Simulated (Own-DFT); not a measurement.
# Computed records: GaN (wurtzite, strained, atoms displaced)

All values are calculated (Own-DFT development build). A calculation, not a measurement: plane-wave PBE density functional theory by an unreviewed code, no spin, of a simulated periodic cell, stress positive in tension, free energy of the whole cell less one offset for each atom, forces on such cells passed a denser k mesh, this cell's mesh not checked; offsets are fitted by least squares, one for each functional and potential file, so energies compare only between cells with the same atoms and settings and are not formation energies; the far tail of each file's local potential was reset to the Coulomb form; each entry is a single point on an unrelaxed cell, so the pressure reflects the starting lattice, mostly measured values (interpolated for alloys), from which strain is counted, and rises with the displacements; printed positions are rounded, which can move forces by about a meV/angstrom; the program, named Own-DFT, is a retired in-house code; no spin-orbit coupling.

Settings shared by all entries: functional PBE; potential files PseudoDojo norm-conserving, scalar-relativistic, standard set; wave cutoff 42 hartree; occupations Fermi-Dirac; smearing width 0.1 eV; hardware one NVIDIA H200; k mesh 3 x 4 x 3 centred on Gamma.

(1) GaN (wurtzite, strained, atoms displaced)

```xyz
96
Lattice="12.9588 0.1589 0.0601 -4.7563 8.1385 -0.1097 0.0488 -0.1091 10.5626" Properties=species:S:1:pos:R:3 GaN
Ga     0.2086     1.7725    10.4806
Ga     1.6080     0.8883     2.6622
N      0.0895     1.7884     1.9246
N      1.6046     0.9387     4.6126
Ga     0.0375     1.7938     5.3055
Ga     1.6395     0.7683     7.9220
N     -0.1096     1.7739     7.3124
N      1.6206     0.7745     9.8875
Ga    -1.5784     4.5916    -0.0404
Ga     0.0073     3.5569     2.5602
N     -1.4742     4.5394     1.9522
N     -0.0312     3.6256     4.6298
Ga    -1.5167     4.5590     5.1759
Ga     0.0219     3.5624     7.9089
N     -1.5705     4.5889     7.1442
N      0.0436     3.6421    10.0230
Ga    -3.1967     7.2584    -0.0474
Ga    -1.5528     6.2132     2.4971
N     -3.2051     7.3555     1.9575
N     -1.4795     6.3790     4.5511
Ga    -3.1592     7.1072     5.1681
Ga    -1.5597     6.2460     7.8950
N     -3.0906     7.2260     7.0792
N     -1.5656     6.1550     9.7841
Ga     3.2949     1.7517    10.5447
Ga     4.9099     0.9354     2.6906
N      3.3049     1.8019     1.9235
N      4.9038     0.8970     4.7030
Ga     3.2622     1.8112     5.3284
Ga     4.8763     0.9328     7.9008
N      3.3313     1.7026     7.2914
N      4.9624     0.8596     9.8909
Ga     1.7437     4.5007    10.4348
Ga     3.2366     3.6007     2.5422
N      1.7245     4.5077     1.9130
N      3.2972     3.6020     4.6432
Ga     1.6560     4.5591     5.2874
Ga     3.4266     3.5916     7.8041
N      1.7179     4.5275     7.1686
N      3.3754     3.6568     9.8860
Ga     0.1713     7.1562    10.4716
Ga     1.7450     6.3893     2.5731
N      0.1094     7.2646     1.8855
N      1.7436     6.2230     4.5843
Ga     0.1405     7.2534     5.1395
Ga     1.7385     6.2145     7.8271
N      0.1551     7.2393     7.2186
N      1.7020     6.3759     9.8915
Ga     6.5349     1.8493    10.5577
Ga     8.1811     1.0034     2.6240
N      6.6061     1.9159     2.0709
N      8.1015     0.8660     4.6916
Ga     6.5908     1.9742     5.2593
Ga     8.1644     0.9200     7.9459
N      6.5289     1.7737     7.2139
N      8.1679     0.9329     9.8432
Ga     5.0113     4.6155    10.5173
Ga     6.5260     3.6351     2.6263
N      4.8517     4.5881     1.9763
N      6.5597     3.6877     4.6471
Ga     4.9308     4.5027     5.2440
Ga     6.5886     3.6939     7.8592
N      4.9289     4.5238     7.2114
N      6.5654     3.6048     9.8532
Ga     3.3478     7.3626     0.0183
Ga     4.9468     6.3735     2.5615
N      3.2715     7.3256     1.8706
N      4.9128     6.3933     4.5714
Ga     3.4035     7.3066     5.1988
Ga     4.9785     6.3983     7.8686
N      3.3385     7.2434     7.2715
N      4.9167     6.3297     9.9776
Ga     9.7501     1.9513     0.0382
Ga    11.3770     1.0332     2.6478
N      9.7939     1.8631     2.0099
N     11.3470     1.0212     4.6315
Ga     9.7673     1.9700     5.3198
Ga    11.3956     0.9669     7.9842
N      9.7521     1.9364     7.3508
N     11.3985     0.8889     9.9249
Ga     8.1602     4.6529     0.0115
Ga     9.7921     3.8197     2.6363
N      8.1422     4.6388     2.0167
N      9.7862     3.6599     4.6545
Ga     8.1693     4.6521     5.2851
Ga     9.8489     3.6479     7.9017
N      8.1079     4.6092     7.4272
N      9.8007     3.5870     9.9669
Ga     6.5899     7.2903    10.3867
Ga     8.2601     6.4757     2.6835
N      6.5546     7.3320     1.9957
N      8.2479     6.3653     4.6268
Ga     6.5478     7.3807     5.2086
Ga     8.2075     6.3942     7.8614
N      6.6233     7.4471     7.2933
N      8.2758     6.3897     9.8181
```

- free energy of cell above offsets: 26.240 eV
- pressure: 4.02 GPa
- stress xx: 0.19 GPa
- stress yy: -13.18 GPa
- stress zz: 0.92 GPa
- stress yz: -2.01 GPa
- stress xz: 1.2 GPa
- stress xy: 3.77 GPa
- wall time: 1172 s

Force:
| element | x (eV/Å) | y (eV/Å) | z (eV/Å) |
| --- | --- | --- | --- |
| Ga | -2.686 | -0.069 | 1.094 |
| Ga | 1.17 | 2.825 | 0.899 |
| N | -1.044 | -0.308 | -0.319 |
| N | 0.44 | -0.821 | 0.628 |
| Ga | -0.773 | 0.044 | -0.214 |
| Ga | 0.034 | 1.956 | -0.026 |
| N | 2.559 | 0.077 | -0.775 |
| N | 1.94 | 0.344 | -0.604 |
| Ga | -1.31 | -1.587 | 0.449 |
| Ga | 2.038 | 0.761 | 1.029 |
| N | -1.856 | -2.329 | -1.149 |
| N | 1.766 | -0.741 | -0.978 |
| Ga | -1.138 | -0.058 | 0.678 |
| Ga | 0.299 | 1.271 | 0.083 |
| N | -0.029 | -2.79 | 0.274 |
| N | 1.321 | -1.205 | -2.294 |
| Ga | 0.171 | -0.556 | -0.019 |
| Ga | 0.696 | 4.7 | 1.725 |
| N | 0.874 | -4.12 | -1.46 |
| N | -0.729 | -0.6 | -1.162 |
| Ga | 1.025 | 1.864 | -0.156 |
| Ga | 1.066 | 2.352 | -0.892 |
| N | -0.868 | -1.846 | 0.765 |
| N | 0.211 | 2.573 | 1.149 |
| Ga | 0.784 | 0.151 | -0.501 |
| Ga | -0.123 | 0.161 | 0.051 |
| N | -0.435 | -0.623 | 0.564 |
| N | 0.281 | 1.575 | -1.168 |
| Ga | 0.055 | -0.709 | -0.613 |
| Ga | 2.127 | -1.252 | 0.661 |
| N | -2.266 | 1.304 | -0.404 |
| N | -0.795 | 0.448 | 0.394 |
| Ga | 0.155 | 0.485 | 1.234 |
| Ga | 0.769 | 0.41 | 1.147 |
| N | -1.485 | 0.534 | -0.135 |
| N | -0.096 | 0.274 | -0.564 |
| Ga | 0.108 | -2.123 | -1.015 |
| Ga | -1.699 | -0.277 | 1.386 |
| N | -0.275 | -2.812 | 1.223 |
| N | -0.072 | -0.902 | -0.957 |
| Ga | -1.622 | 0.983 | 0.245 |
| Ga | -0.593 | -1.029 | 0.212 |
| N | -0.53 | -0.568 | 0.268 |
| N | 0.194 | 3.058 | -1.113 |
| Ga | 0.462 | -0.728 | 1.541 |
| Ga | -0.351 | 3.209 | 1.228 |
| N | -0.682 | -1.197 | -0.454 |
| N | 2.017 | -1.527 | -1.26 |
| Ga | 0.247 | -1.16 | 0.061 |
| Ga | 0.065 | -0.433 | 1.226 |
| N | -1.189 | -1.7 | -1.447 |
| N | 0.779 | 3.017 | -1.287 |
| Ga | -0.698 | -3.229 | 0.961 |
| Ga | -0.709 | 0.606 | -0.411 |
| N | 0.229 | 1.262 | 0.485 |
| N | 0.078 | -0.037 | 2.046 |
| Ga | -0.456 | -2.895 | 1.003 |
| Ga | -0.413 | 2.536 | 0.578 |
| N | 1.009 | -0.977 | -0.353 |
| N | 0.479 | 1.55 | -0.941 |
| Ga | -0.789 | 0.915 | -0.355 |
| Ga | -1.341 | -1.959 | 0.808 |
| N | 1.162 | 0.919 | -0.059 |
| N | 0.197 | 1.323 | 0.439 |
| Ga | -1.483 | 0.645 | -1.851 |
| Ga | -0.099 | 0.949 | 0.497 |
| N | 0.969 | -0.154 | 1.574 |
| N | 1.564 | -0.641 | 0.008 |
| Ga | -1.516 | -1.833 | 1.43 |
| Ga | -0.285 | -0.011 | 0.31 |
| N | 0.572 | -0.634 | -1.035 |
| N | 1.398 | 1.723 | -2.214 |
| Ga | -0.102 | -1.348 | -0.179 |
| Ga | 0.557 | -0.293 | 0.175 |
| N | -0.388 | 1.475 | -0.152 |
| N | 0.531 | 0.428 | 0.438 |
| Ga | -0.365 | -2.511 | 0.61 |
| Ga | -1.401 | 2.589 | 1.302 |
| N | 0.145 | -2.148 | -1.464 |
| N | 0.481 | 2.241 | 0.273 |
| Ga | -0.302 | -0.013 | -0.499 |
| Ga | -0.142 | -1.474 | 0.216 |
| N | 0.364 | 0.117 | -0.372 |
| N | -0.152 | 2.733 | -0.829 |
| Ga | 0.011 | -1.86 | 0.891 |
| Ga | -0.478 | 2.332 | 1.26 |
| N | 2.022 | -0.445 | -2.613 |
| N | 0.717 | 1.868 | -0.602 |
| Ga | 0.473 | -1.376 | 1.898 |
| Ga | -1.643 | 0.117 | -0.892 |
| N | 0.631 | -0.496 | -0.846 |
| N | -1.03 | 1.534 | -0.201 |
| Ga | -0.042 | -0.743 | 0.233 |
| Ga | 0.486 | 1.627 | 0.377 |
| N | -0.559 | -4.429 | -2.018 |
| N | -0.692 | -0.288 | 0.82 |

(2) GaN (wurtzite, strained, atoms displaced)

```xyz
96
Lattice="12.8601 0.0476 -0.1447 -4.7916 8.1192 0.1689 -0.1176 0.1436 10.4628" Properties=species:S:1:pos:R:3 GaN
Ga     0.0754     1.8497     0.0846
Ga     1.5714     0.9598     2.6340
N     -0.0989     1.8323     1.9750
N      1.4649     0.9787     4.5571
Ga    -0.1568     1.7903     5.2516
Ga     1.5245     1.0416     7.8924
N     -0.0943     1.8105     7.1824
N      1.4839     1.0770     9.8318
Ga    -1.6083     4.5107     0.0941
Ga     0.0299     3.6262     2.6943
N     -1.6124     4.4653     2.0330
N     -0.0203     3.6585     4.6699
Ga    -1.6469     4.5582     5.3409
Ga    -0.0819     3.7662     7.8580
N     -1.7352     4.6096     7.2798
N     -0.0797     3.7600     9.8658
Ga    -3.1624     7.1668     0.2114
Ga    -1.6284     6.3895     2.7517
N     -3.2187     7.1667     2.1831
N     -1.5957     6.4012     4.7136
Ga    -3.2945     7.2120     5.4051
Ga    -1.7262     6.4127     7.9020
N     -3.2605     7.3419     7.3460
N     -1.6929     6.4502    10.0265
Ga     3.1534     2.0218    10.4150
Ga     4.8374     0.9371     2.5653
N      3.1472     1.7604     1.9734
N      4.8006     0.9484     4.5236
Ga     3.1117     2.0002     5.2216
Ga     4.7019     0.9133     7.8725
N      3.1725     1.9548     7.2289
N      4.7422     1.0519     9.6770
Ga     1.6632     4.4731     0.0810
Ga     3.0900     3.6967     2.6221
N      1.6439     4.5843     2.0623
N      3.1926     3.5831     4.6507
Ga     1.5283     4.5851     5.2551
Ga     3.1502     3.7752     7.8675
N      1.4600     4.6098     7.2163
N      3.0955     3.7940     9.8955
Ga     0.0934     7.2375     0.1744
Ga     1.6459     6.4147     2.6786
N     -0.0022     7.2510     2.0254
N      1.5765     6.4223     4.6364
Ga    -0.0279     7.2730     5.3178
Ga     1.5120     6.4560     7.9118
N     -0.0006     7.3024     7.2113
N      1.6322     6.4958     9.9191
Ga     6.4428     1.8366    -0.0209
Ga     8.0255     0.9471     2.4786
N      6.3811     1.9825     1.9710
N      8.0340     1.0090     4.5414
Ga     6.3488     1.8284     5.0984
Ga     7.9614     1.0065     7.7938
N      6.2966     1.9996     7.0868
N      7.9003     1.0286     9.6380
Ga     4.8337     4.5285     0.0152
Ga     6.4488     3.6391     2.6353
N      4.8521     4.5693     2.0165
N      6.4158     3.6815     4.5167
Ga     4.8413     4.6010     5.2874
Ga     6.3610     3.7902     7.7575
N      4.8091     4.7398     7.2197
N      6.3750     3.8177     9.8351
Ga     3.2450     7.3172     0.1279
Ga     4.7758     6.3592     2.6805
N      3.2427     7.1723     2.0276
N      4.7309     6.4267     4.6737
Ga     3.1208     7.3090     5.3611
Ga     4.7803     6.4084     7.9808
N      3.2137     7.4099     7.2193
N      4.8164     6.4977     9.8116
Ga     9.6523     1.8472    -0.0778
Ga    11.1690     1.0601     2.5000
N      9.6541     1.9505     1.8575
N     11.2126     1.0534     4.4951
Ga     9.5613     1.8030     5.1747
Ga    11.0834     0.9766     7.7019
N      9.6691     1.9213     7.1700
N     11.1939     1.1214     9.8133
Ga     8.0771     4.5163    -0.0063
Ga     9.7046     3.6558     2.5948
N      7.9552     4.6210     1.9956
N      9.5828     3.6774     4.5295
Ga     7.9693     4.6324     5.1944
Ga     9.6453     3.7236     7.7551
N      7.9469     4.6637     7.1524
N      9.5595     3.9000     9.8611
Ga     6.3819     7.2301     0.0819
Ga     8.0457     6.4476     2.6037
N      6.4239     7.3227     2.0282
N      7.9562     6.4288     4.5434
Ga     6.3866     7.2841     5.2737
Ga     7.9935     6.4294     7.8384
N      6.3776     7.4225     7.2741
N      7.9335     6.5957     9.8692
```

* free energy of cell above offsets: 25.600 eV
* pressure: 7.89 GPa
* stress xx: -5.72 GPa
* stress yy: -12.77 GPa
* stress zz: -5.19 GPa
* stress yz: 2.08 GPa
* stress xz: -2.69 GPa
* stress xy: 0.54 GPa
* wall time: 1145 s

Force:
| element | x (eV/Å) | y (eV/Å) | z (eV/Å) |
| --- | --- | --- | --- |
| Ga | -0.984 | -0.957 | -0.836 |
| Ga | -0.816 | -0.793 | -0.019 |
| N | 1.455 | 0.186 | 0.923 |
| N | 1.072 | -0.343 | 0.628 |
| Ga | 2.403 | 1.223 | 0.933 |
| Ga | -0.22 | 0.226 | -0.374 |
| N | -0.324 | 1.292 | 0.841 |
| N | 1.158 | -0.264 | 0.321 |
| Ga | 1.334 | -0.348 | 0.52 |
| Ga | -0.719 | 0.359 | 0.072 |
| N | 0.788 | 1.26 | 0.824 |
| N | -0.633 | 0.148 | -0.449 |
| Ga | -0.239 | -0.366 | -0.903 |
| Ga | -0.484 | -1.953 | 0.717 |
| N | 1.096 | 0.264 | -0.216 |
| N | 0.033 | 1.003 | -0.361 |
| Ga | -0.572 | 0.886 | -0.328 |
| Ga | 0.777 | -1.395 | 0.009 |
| N | 0.238 | 1.629 | -0.828 |
| N | -1.016 | -0.415 | -0.137 |
| Ga | 0.48 | 1.243 | -0.714 |
| Ga | 1.106 | 0.437 | 1.357 |
| N | -0.414 | -0.285 | -0.106 |
| N | 0.875 | 1.001 | -1.661 |
| Ga | -0.702 | -2.253 | 0.75 |
| Ga | -0.894 | 0.521 | 0.443 |
| N | 0.978 | 1.36 | -0.691 |
| N | -1.141 | 0.376 | -0.437 |
| Ga | -0.137 | -6.305 | 1.771 |
| Ga | 0.767 | 1.614 | -2.825 |
| N | -0.49 | -0.479 | -0.2 |
| N | 0.003 | 0.365 | 3.042 |
| Ga | -1.205 | 1.195 | -0.102 |
| Ga | 3.548 | -1.795 | 0.989 |
| N | -2.179 | 0.451 | -0.925 |
| N | 0.049 | 6.255 | -2.039 |
| Ga | 0.756 | -0.237 | 0.179 |
| Ga | -0.041 | -0.031 | -0.072 |
| N | 1.619 | 0.726 | 0.149 |
| N | 1.021 | 0.587 | -1.413 |
| Ga | -0.553 | -0.655 | -1.826 |
| Ga | -1.078 | -0.476 | 0.567 |
| N | 0.46 | 0.03 | 1.455 |
| N | 0.083 | -0.392 | -0.238 |
| Ga | 0.083 | 0.355 | -0.337 |
| Ga | 1.46 | -0.245 | 0.533 |
| N | -1.503 | -0.135 | 1.302 |
| N | -1.29 | -0.435 | -0.412 |
| Ga | -0.031 | 0.334 | -0.706 |
| Ga | 0.301 | 0.686 | 1.068 |
| N | 0.547 | -4.061 | -1.658 |
| N | -1.402 | -0.815 | -1.607 |
| Ga | 0.632 | 0.862 | 1.346 |
| Ga | -0.586 | 1.606 | -1.781 |
| N | 0.511 | -1.418 | 0.498 |
| N | 0.368 | 1.673 | 2.428 |
| Ga | 0.816 | 0.273 | 0.855 |
| Ga | -0.181 | 2.985 | 0.043 |
| N | -1.3 | -0.585 | -0.444 |
| N | -0.519 | 0.331 | 1.363 |
| Ga | -0.55 | -0.375 | -0.922 |
| Ga | 0.28 | -0.991 | 1.28 |
| N | -1.288 | -1.706 | -0.172 |
| N | -0.882 | -0.584 | -1.052 |
| Ga | 0.901 | -1.705 | -1.052 |
| Ga | 2.123 | -0.251 | 0.773 |
| N | -0.626 | 2.212 | -0.159 |
| N | 0.336 | -0.103 | -0.564 |
| Ga | 0.787 | -0.115 | -0.93 |
| Ga | 0.107 | 2.194 | -1.687 |
| N | -0.699 | -1.683 | 1.471 |
| N | -2.1 | -0.295 | 1.576 |
| Ga | 0.643 | 0.245 | -0.721 |
| Ga | 0.862 | -1.404 | 0.334 |
| N | -1.858 | -1.636 | -0.102 |
| N | -2.2 | -1.558 | -1.212 |
| Ga | 1.085 | 1.599 | 0.493 |
| Ga | 3.168 | 1.534 | 2.704 |
| N | -3.077 | 0.82 | -1.025 |
| N | -1.001 | -0.073 | -1.249 |
| Ga | -0.571 | 1.745 | 0.955 |
| Ga | -1.58 | 1.733 | 0.128 |
| N | 1.492 | -0.687 | -0.508 |
| N | 0.388 | 0.341 | 0.681 |
| Ga | 0.431 | -0.905 | -0.383 |
| Ga | -1.749 | 0.215 | 1.276 |
| N | 1 | -0.509 | -0.065 |
| N | -0.395 | -1.908 | -2.144 |
| Ga | 2.036 | 1.17 | 0.233 |
| Ga | -1.149 | -0.91 | 0.092 |
| N | -0.942 | -0.052 | 0.38 |
| N | 0.38 | 0.146 | 0.756 |
| Ga | -0.39 | 0.586 | 0.213 |
| Ga | -0.311 | 1.306 | 1.248 |
| N | -0.007 | -3.423 | -1.275 |
| N | 0.189 | -1.278 | -0.653 |
